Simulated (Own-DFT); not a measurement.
## Calculated data, AlN (wurtzite, atoms displaced)

A calculation, not a measurement: plane-wave PBE density functional theory by an unreviewed code, no spin, of a simulated periodic cell, stress positive in tension, free energy of the whole cell less one offset for each atom, forces on such cells passed a denser k mesh, this cell's mesh not checked; offsets are fitted by least squares, one for each functional and potential file, so energies compare only between cells with the same atoms and settings and are not formation energies; the far tail of each file's local potential was reset to the Coulomb form; each entry is a single point on an unrelaxed cell, so the pressure reflects the starting lattice, mostly measured values (interpolated for alloys), from which strain is counted, and rises with the displacements; printed positions are rounded, which can move forces by about a meV/angstrom; the program, named Own-DFT, is a retired in-house code; no spin-orbit coupling. Program: Own-DFT development build.

Settings shared by all entries: functional PBE; potential files PseudoDojo norm-conserving, scalar-relativistic, standard set; wave cutoff 42 hartree; occupations Fermi-Dirac; smearing width 0.1 eV; hardware one NVIDIA H100; k mesh 2 x 2 x 2 centred on Gamma.

(1) AlN (wurtzite, atoms displaced)

```
cell vectors (Å)
  12.4480     0.0000     0.0000
  -6.2240    10.7803     0.0000
   0.0000     0.0000     9.9640
atoms (fractions of the cell vectors)
Al  0.08512  0.16524  0.00247
Al  0.16749  0.08600  0.24990
N   0.08219  0.16445  0.18921
N   0.16635  0.08187  0.44194
Al  0.08005  0.16593  0.50010
Al  0.16770  0.08693  0.75078
N   0.08162  0.16615  0.69012
N   0.16678  0.08141  0.94010
Al  0.08392  0.41903  0.00383
Al  0.16527  0.33092  0.24913
N   0.08305  0.42106  0.19146
N   0.16707  0.33404  0.44023
Al  0.08167  0.41510  0.50111
Al  0.16660  0.33241  0.75166
N   0.08435  0.41882  0.69635
N   0.16445  0.32904  0.93873
Al  0.08388  0.66851  0.99710
Al  0.16619  0.58072  0.25181
N   0.08515  0.66749  0.18899
N   0.15902  0.57783  0.44092
Al  0.08416  0.66910  0.49964
Al  0.16446  0.57971  0.74833
N   0.08054  0.66597  0.69097
N   0.16671  0.58223  0.93854
Al  0.08168  0.91599  0.00087
Al  0.16431  0.83141  0.25165
N   0.08360  0.91800  0.18821
N   0.16799  0.83292  0.44054
Al  0.08347  0.91217  0.50081
Al  0.16594  0.83213  0.75133
N   0.08227  0.91684  0.68791
N   0.16759  0.83187  0.94221
Al  0.33655  0.16835  0.00182
Al  0.41913  0.08867  0.24956
N   0.33263  0.16791  0.18902
N   0.41606  0.08462  0.44620
Al  0.33393  0.16890  0.49904
Al  0.41632  0.08298  0.74985
N   0.33671  0.16827  0.69322
N   0.41173  0.08099  0.94299
Al  0.33418  0.41630  0.00011
Al  0.41949  0.33314  0.24877
N   0.33489  0.41621  0.19038
N   0.41772  0.33443  0.44141
Al  0.33185  0.41568  0.49747
Al  0.41816  0.33298  0.74897
N   0.33013  0.41520  0.69266
N   0.41681  0.33410  0.93777
Al  0.33042  0.66554  0.99795
Al  0.41847  0.58456  0.25258
N   0.33278  0.66875  0.19372
N   0.41654  0.58132  0.43850
Al  0.33202  0.66576  0.49998
Al  0.41565  0.58399  0.75198
N   0.33445  0.66623  0.69121
N   0.41735  0.58307  0.94243
Al  0.33547  0.91788  0.99878
Al  0.41674  0.83591  0.24850
N   0.33108  0.91755  0.18835
N   0.41914  0.83569  0.44141
Al  0.33404  0.91490  0.50082
Al  0.41884  0.83061  0.74816
N   0.33633  0.91759  0.68712
N   0.41523  0.83017  0.94679
Al  0.58582  0.16715  0.00034
Al  0.66528  0.08265  0.24725
N   0.58337  0.16720  0.19343
N   0.66706  0.08536  0.44005
Al  0.58497  0.16727  0.50144
Al  0.67004  0.08626  0.74799
N   0.58175  0.16565  0.69176
N   0.66906  0.08452  0.94137
Al  0.58081  0.41614  0.00189
Al  0.66706  0.33479  0.24949
N   0.58358  0.41735  0.19079
N   0.66565  0.33279  0.43927
Al  0.58573  0.41756  0.50191
Al  0.66454  0.33000  0.74605
N   0.58131  0.41722  0.68957
N   0.66753  0.33574  0.94119
Al  0.58557  0.66718  0.00136
Al  0.66388  0.58325  0.24761
N   0.58057  0.66636  0.19302
N   0.66423  0.58126  0.43946
Al  0.58110  0.66520  0.49965
Al  0.66504  0.58185  0.74728
N   0.58118  0.66651  0.68938
N   0.66419  0.58250  0.93924
Al  0.58357  0.91580  0.00231
Al  0.66444  0.83509  0.24925
N   0.58441  0.91787  0.19195
N   0.66632  0.83305  0.44226
Al  0.58491  0.91876  0.49653
Al  0.66511  0.83424  0.75091
N   0.58177  0.91656  0.68888
N   0.66984  0.83471  0.94063
Al  0.83449  0.16734  0.99723
Al  0.91650  0.08093  0.25016
N   0.83176  0.16296  0.18717
N   0.91430  0.08371  0.44102
Al  0.83737  0.17118  0.49879
Al  0.91686  0.08193  0.75292
N   0.83354  0.16291  0.69110
N   0.91788  0.08286  0.93961
Al  0.83488  0.41967  0.99744
Al  0.91687  0.33011  0.25319
N   0.83051  0.41542  0.19156
N   0.91737  0.33126  0.44164
Al  0.83435  0.41500  0.49844
Al  0.91557  0.33166  0.75069
N   0.83135  0.41482  0.68622
N   0.91610  0.33173  0.93859
Al  0.83602  0.66750  0.99783
Al  0.91796  0.58517  0.25261
N   0.83179  0.66645  0.18917
N   0.91943  0.58543  0.44335
Al  0.83238  0.66694  0.49993
Al  0.91292  0.58292  0.74887
N   0.83531  0.66765  0.69164
N   0.91722  0.58429  0.94078
Al  0.82935  0.91235  0.00012
Al  0.91924  0.83247  0.25095
N   0.83192  0.91689  0.19111
N   0.91742  0.83232  0.44470
Al  0.83414  0.91495  0.50352
Al  0.91616  0.83624  0.74767
N   0.83178  0.91624  0.69353
N   0.91907  0.83192  0.93948
```

The calculation gives: free energy of cell above offsets -62.306 eV; pressure 3.75 GPa; stress xx -3.35 GPa; stress yy -4.08 GPa; stress zz -3.81 GPa; stress yz 0.1 GPa; stress xz 0.14 GPa; stress xy -0.2 GPa; wall time 379 s.

Force:
```
element  x (eV/Å)  y (eV/Å)  z (eV/Å)
     Al    -0.384    -0.205    -0.827
     Al     0.276    -0.668     0.285
      N    -0.167     0.416     0.568
      N    -0.335     0.141     -0.22
     Al     0.683    -0.103    -0.011
     Al       0.4    -0.603    -0.317
      N     0.067     0.131    -0.046
      N     0.092     0.389     0.307
     Al     0.173    -0.706    -0.979
     Al     0.133     0.606    -0.139
      N     0.541    -1.529     0.097
      N    -0.444    -0.427    -0.122
     Al     0.407     0.088     0.534
     Al      -0.3     -0.07    -0.164
      N    -0.124    -1.279    -1.175
      N    -0.019     0.795     1.065
     Al     0.381    -0.443      0.38
     Al    -0.295     1.198    -0.069
      N    -0.363     -0.39     0.252
      N      0.91     0.967     0.334
     Al     0.117    -0.535      0.43
     Al    -0.186     1.237     0.254
      N     0.468    -0.065     0.032
      N    -0.387     0.093     0.196
     Al     0.738     0.104    -0.453
     Al     0.437      0.56    -0.697
      N     0.061    -0.096     0.815
      N     0.041    -0.051    -0.053
     Al    -0.187     1.002    -0.044
     Al     0.081     0.382    -0.207
      N      0.36     0.221     0.703
      N    -0.295     0.572    -0.421
     Al    -0.863    -0.229    -0.687
     Al    -0.295    -1.214     0.538
      N     0.272     0.173     0.434
      N     0.363    -0.122    -0.929
     Al    -0.018    -0.343     0.529
     Al    -0.079    -0.305     0.131
      N     -0.64    -0.215    -0.447
      N     1.398     0.712    -0.471
     Al    -0.387    -0.098    -0.219
     Al    -0.716     0.196     0.472
      N    -0.361    -0.039     0.192
      N     0.076     0.005    -0.258
     Al     0.339     0.064     0.635
     Al     -0.77     0.206    -0.013
      N     0.583     0.312    -0.491
      N     0.179    -0.221     0.578
     Al     0.541    -0.259     0.853
     Al    -0.879    -0.375    -0.735
      N     0.341    -0.482    -0.252
      N    -0.567     0.266     0.654
     Al     0.027    -0.051    -0.381
     Al     0.421    -0.618    -0.089
      N     -0.57    -0.242    -0.248
      N    -0.185     0.245    -0.022
     Al    -0.502    -0.568     0.373
     Al    -0.366      -0.2     0.115
      N     0.357     0.425      0.69
      N    -0.187    -0.693    -0.351
     Al    -0.159     0.733    -0.353
     Al    -0.866     0.601      0.52
      N    -0.331    -0.626     1.108
      N     0.398     0.725    -1.141
     Al     -0.61     0.076    -0.103
     Al     0.315     0.463     0.514
      N     0.038      0.19    -0.639
      N     0.449     0.104    -0.061
     Al    -0.565    -0.196    -0.308
     Al     -0.49    -0.845     0.283
      N     0.479     0.011    -0.039
      N     -0.41    -0.471    -0.245
     Al     0.425     0.226    -0.586
     Al     0.029    -0.164     0.054
      N     0.021    -0.092    -0.099
      N     0.396     0.202     0.357
     Al      -0.5    -0.277    -0.509
     Al    -0.214     0.771     0.673
      N     0.823    -0.184     0.089
      N     -0.08    -0.422    -0.346
     Al    -0.585    -0.134    -0.151
     Al     0.468     0.199     0.364
      N     0.516     0.516    -0.458
      N     0.306     0.497     0.112
     Al     0.172     0.229    -0.032
     Al     -0.05     0.538     0.347
      N     0.251     0.084      0.28
      N     0.648     0.167     0.198
     Al    -0.043     0.172    -0.426
     Al     0.875    -0.385     0.579
      N    -0.478    -0.115    -0.225
      N     0.208     0.011    -0.266
     Al     0.117    -0.054     0.496
     Al      0.09    -0.259    -0.405
      N     0.543     0.422      0.24
      N    -1.052      -0.6     0.069
     Al     0.392    -0.239     0.246
     Al    -0.443     0.105    -0.138
      N     0.174     0.611     0.573
      N     0.525    -0.341    -0.104
     Al    -0.577    -1.588     0.448
     Al     0.083     0.099    -0.245
      N    -0.119     0.896    -0.291
      N    -0.046    -0.334     0.598
     Al     0.063    -0.641      0.55
     Al    -0.714     0.213    -0.988
      N     0.928     0.355     0.035
      N    -0.184      0.62    -0.143
     Al     -0.48     0.466    -0.284
     Al       0.1     0.143    -0.213
      N      0.16    -0.032     0.667
      N    -0.132     0.659     0.485
     Al     -0.73     -0.32     0.112
     Al     0.017    -0.405    -0.497
      N     0.227     0.017     0.275
      N    -0.569    -0.429    -0.346
     Al     0.076    -0.466     0.101
     Al       0.8    -0.208    -0.015
      N     -1.02    -0.039     -0.27
      N     0.139    -0.141    -0.386
     Al     1.259     1.056     0.103
     Al    -0.875     0.198    -0.099
      N     0.431     -0.62     0.063
      N    -0.125     0.093    -0.669
     Al    -0.592     0.325    -0.422
     Al     0.682    -0.505     0.399
      N    -0.088     0.044      -0.3
      N    -0.885     0.229    -0.047
```

(2) AlN (wurtzite, atoms displaced)

```
cell vectors (Å)
  12.4480     0.0000     0.0000
  -6.2240    10.7803     0.0000
   0.0000     0.0000     9.9640
atoms (fractions of the cell vectors)
Al  0.08309  0.16529  0.00197
Al  0.16664  0.08171  0.25021
N   0.08179  0.16513  0.19110
N   0.16671  0.08285  0.44016
Al  0.08549  0.16549  0.49737
Al  0.17138  0.08538  0.75076
N   0.08077  0.16294  0.69016
N   0.16605  0.08311  0.94138
Al  0.08517  0.41940  0.99927
Al  0.16710  0.33423  0.24650
N   0.08147  0.41830  0.19520
N   0.16390  0.33135  0.44150
Al  0.08038  0.41478  0.49570
Al  0.16694  0.33316  0.75287
N   0.08283  0.41717  0.68974
N   0.17041  0.33897  0.93867
Al  0.08430  0.66699  0.99928
Al  0.16561  0.58459  0.25053
N   0.08210  0.66700  0.19156
N   0.16872  0.58614  0.43876
Al  0.08215  0.66596  0.50238
Al  0.16646  0.58404  0.74942
N   0.08367  0.66449  0.68893
N   0.16585  0.58472  0.94115
Al  0.08161  0.91251  0.00013
Al  0.16867  0.83769  0.24709
N   0.08283  0.91790  0.18950
N   0.16453  0.83308  0.44354
Al  0.08360  0.91638  0.50039
Al  0.16498  0.83164  0.75016
N   0.08293  0.92012  0.68939
N   0.16692  0.83263  0.94062
Al  0.33408  0.16894  0.99733
Al  0.41773  0.08219  0.24906
N   0.33284  0.16620  0.18971
N   0.41528  0.08451  0.44110
Al  0.33320  0.16506  0.49783
Al  0.41313  0.07999  0.74853
N   0.33510  0.16641  0.68658
N   0.41356  0.08182  0.94141
Al  0.33530  0.41835  0.00127
Al  0.41375  0.32973  0.24547
N   0.33183  0.41871  0.19196
N   0.41593  0.33222  0.44269
Al  0.33143  0.41542  0.50370
Al  0.41252  0.33268  0.74969
N   0.33313  0.41849  0.69181
N   0.41584  0.33291  0.93900
Al  0.33153  0.66874  0.00296
Al  0.41652  0.58368  0.24754
N   0.33571  0.66593  0.19305
N   0.41780  0.58191  0.44359
Al  0.33501  0.67010  0.49887
Al  0.41695  0.58518  0.75012
N   0.33119  0.66360  0.69410
N   0.41410  0.58439  0.94402
Al  0.33370  0.91869  0.99986
Al  0.42046  0.83625  0.25041
N   0.33361  0.91668  0.19352
N   0.41724  0.83269  0.43944
Al  0.33438  0.91575  0.50049
Al  0.41759  0.83448  0.74987
N   0.33271  0.91763  0.69034
N   0.41954  0.83572  0.94159
Al  0.58462  0.16603  0.99943
Al  0.67075  0.08338  0.25243
N   0.58292  0.16954  0.19298
N   0.66661  0.08309  0.44532
Al  0.58457  0.16621  0.50006
Al  0.66660  0.08068  0.75059
N   0.58126  0.16823  0.69089
N   0.66829  0.08249  0.94112
Al  0.58063  0.41612  0.99966
Al  0.66576  0.33400  0.24975
N   0.58540  0.41722  0.19039
N   0.66768  0.33563  0.44069
Al  0.58474  0.41876  0.50181
Al  0.66380  0.32853  0.74736
N   0.58223  0.41707  0.69096
N   0.67108  0.33544  0.94221
Al  0.58427  0.66584  0.99719
Al  0.66702  0.58511  0.25039
N   0.58390  0.66595  0.19019
N   0.66755  0.58364  0.44020
Al  0.58965  0.67063  0.49795
Al  0.66764  0.58336  0.74836
N   0.58289  0.66391  0.69145
N   0.66649  0.58342  0.93378
Al  0.58350  0.92057  0.00030
Al  0.66274  0.83324  0.24576
N   0.58576  0.92150  0.18887
N   0.66648  0.83218  0.44276
Al  0.58598  0.91795  0.49919
Al  0.66738  0.83266  0.74710
N   0.58474  0.91795  0.68794
N   0.66701  0.83838  0.93866
Al  0.83509  0.16905  0.99860
Al  0.91553  0.08306  0.25122
N   0.83416  0.16759  0.19101
N   0.91839  0.08283  0.43998
Al  0.83374  0.16847  0.50018
Al  0.91655  0.08218  0.74884
N   0.83552  0.16548  0.69292
N   0.91580  0.08215  0.94264
Al  0.83486  0.41864  0.00083
Al  0.91629  0.33245  0.25366
N   0.83107  0.41676  0.19266
N   0.92003  0.33398  0.44102
Al  0.83016  0.41731  0.49989
Al  0.91526  0.32860  0.75012
N   0.83163  0.41635  0.68835
N   0.91727  0.33454  0.93764
Al  0.83076  0.66448  0.00116
Al  0.91635  0.58276  0.24845
N   0.83265  0.66545  0.19274
N   0.91470  0.57979  0.43898
Al  0.82988  0.66622  0.49928
Al  0.91821  0.58354  0.74858
N   0.83484  0.66724  0.69180
N   0.91460  0.58139  0.94172
Al  0.83180  0.91583  0.00038
Al  0.91574  0.83538  0.25335
N   0.83374  0.91741  0.19183
N   0.91695  0.83308  0.44126
Al  0.83357  0.91400  0.49746
Al  0.91645  0.83408  0.74762
N   0.83180  0.91752  0.68724
N   0.91752  0.83500  0.94313
```

It finds free energy of cell above offsets -62.283 eV; pressure 3.74 GPa; stress xx -3.65 GPa; stress yy -4.15 GPa; stress zz -3.41 GPa; stress yz -0.12 GPa; stress xz 0.03 GPa; stress xy -0.15 GPa; wall time 359.2 s.

Force:
```
element  x (eV/Å)  y (eV/Å)  z (eV/Å)
     Al     -0.22     0.383    -0.461
     Al    -0.266      0.44    -0.163
      N      0.23     0.332     0.042
      N     0.267    -0.288    -0.201
     Al    -0.616     0.185     0.492
     Al    -0.914    -0.204    -0.162
      N     0.631     0.761     0.144
      N     0.387    -0.094    -0.054
     Al      -0.3     -0.34     0.271
     Al    -0.421    -0.294     0.823
      N     0.436    -0.182    -0.905
      N     0.458     0.259    -0.435
     Al     1.037     0.912     0.834
     Al    -0.462    -0.093    -1.026
      N     0.065    -0.213     0.053
      N    -0.108    -1.025     1.007
     Al    -0.634    -0.256     0.368
     Al     0.278      0.21     0.076
      N     0.267     0.516    -0.382
      N     -0.21    -0.292     0.512
     Al    -0.024    -0.163    -0.996
     Al     0.187    -0.736     0.064
      N    -0.386     0.601     0.603
      N     0.247     0.142    -0.014
     Al    -0.215     0.904    -0.114
     Al    -0.323    -0.998     0.853
      N     0.063    -0.342     0.236
      N     0.609     0.045     -0.51
     Al    -0.118     0.222     0.025
     Al    -0.219     0.306    -0.407
      N     0.621    -0.676     0.442
      N      0.06     0.036    -0.041
     Al    -0.206    -0.681      0.46
     Al    -0.415     0.544      0.32
      N      0.13    -0.361    -0.237
      N         1    -0.648     -0.22
     Al     -0.28      0.54     0.005
     Al     0.282     0.838     0.214
      N    -0.344     0.091     0.738
      N     0.566     0.535     -0.28
     Al    -0.406     0.102    -0.173
     Al     0.183     0.957     1.111
      N     0.743    -0.541     -0.48
      N     0.003     0.186     -0.55
     Al     0.103     0.125    -0.713
     Al     0.807     0.262    -0.572
      N    -0.045    -0.339     0.315
      N    -0.119      0.23     0.285
     Al     0.495    -0.091    -0.283
     Al     0.404    -0.196     1.025
      N    -0.907     0.787    -0.248
      N    -0.079     0.607    -0.422
     Al     0.375    -1.231     0.276
     Al     0.162     -0.39     0.252
      N    -0.013     1.227    -0.602
      N     0.608      0.19    -0.348
     Al     0.178    -0.468     0.177
     Al     -0.43    -0.623    -0.177
      N      0.29     0.009    -0.612
      N     0.239     0.789     0.213
     Al    -0.606     0.222    -0.353
     Al     0.044    -0.351     0.007
      N     0.244    -0.765     0.098
      N    -0.701    -0.065     0.004
     Al    -0.315      0.47     0.137
     Al    -0.989     0.819    -0.106
      N     0.844    -0.893    -0.291
      N     0.291     0.176    -0.752
     Al    -0.878     0.477    -0.065
     Al    -0.216     0.709    -0.196
      N     0.685    -1.395     -0.02
      N    -0.449     0.597    -0.173
     Al     1.022     0.154    -0.291
     Al     0.182     0.142     0.168
      N    -1.039     0.145     -0.16
      N    -0.266     -0.71    -0.003
     Al    -0.485    -0.618    -0.218
     Al    -0.078     1.538      0.68
      N     0.082    -0.294      0.19
      N    -0.975    -0.656    -0.378
     Al    -0.533     0.522    -0.108
     Al     0.255    -0.546    -0.053
      N    -0.252     0.312    -0.303
      N    -0.205     0.067    -0.027
     Al    -1.185    -1.388     0.523
     Al     0.058    -0.295    -0.293
      N    -0.071     0.742    -0.256
      N      -0.1     -0.14     1.316
     Al     0.529    -0.551    -0.273
     Al     0.973    -0.011     0.493
      N    -0.112    -0.526     0.433
      N    -0.073     0.683    -1.005
     Al    -0.274     -0.47     0.205
     Al    -0.263     -0.03     0.256
      N    -0.257     -0.49     0.297
      N     0.214    -0.918     0.276
     Al     0.192    -0.169     0.165
     Al     0.291     0.136    -0.165
      N    -0.002    -0.002    -0.023
      N    -0.593    -0.141     0.185
     Al     0.833    -0.294     0.275
     Al     0.306    -0.122     0.387
      N    -0.821     -0.26    -0.471
      N     0.077     0.323    -0.305
     Al     0.107    -0.493      0.14
     Al    -0.435     0.389    -0.548
      N     0.736    -0.241    -0.238
      N    -1.563    -0.473     0.085
     Al     0.932    -0.161    -0.041
     Al    -0.215     1.274    -0.448
      N     0.343    -0.336      0.41
      N     0.188     0.006      0.72
     Al     0.201     0.384    -0.178
     Al     -0.06         0     0.359
      N    -0.209     0.566    -0.245
      N    -0.196     0.949     0.355
     Al     1.311    -0.115     0.079
     Al    -0.351    -0.559     0.252
      N      -0.1     0.095    -0.418
      N      0.35     0.831    -0.281
     Al     0.158     0.278     0.026
     Al     0.434     -0.52    -0.706
      N    -0.589    -0.295     0.014
      N     0.061    -0.194      0.08
     Al    -0.299     0.896     0.163
     Al    -0.103     0.226     0.474
      N     0.437    -0.436     0.243
      N    -0.259    -0.715     -0.55
```
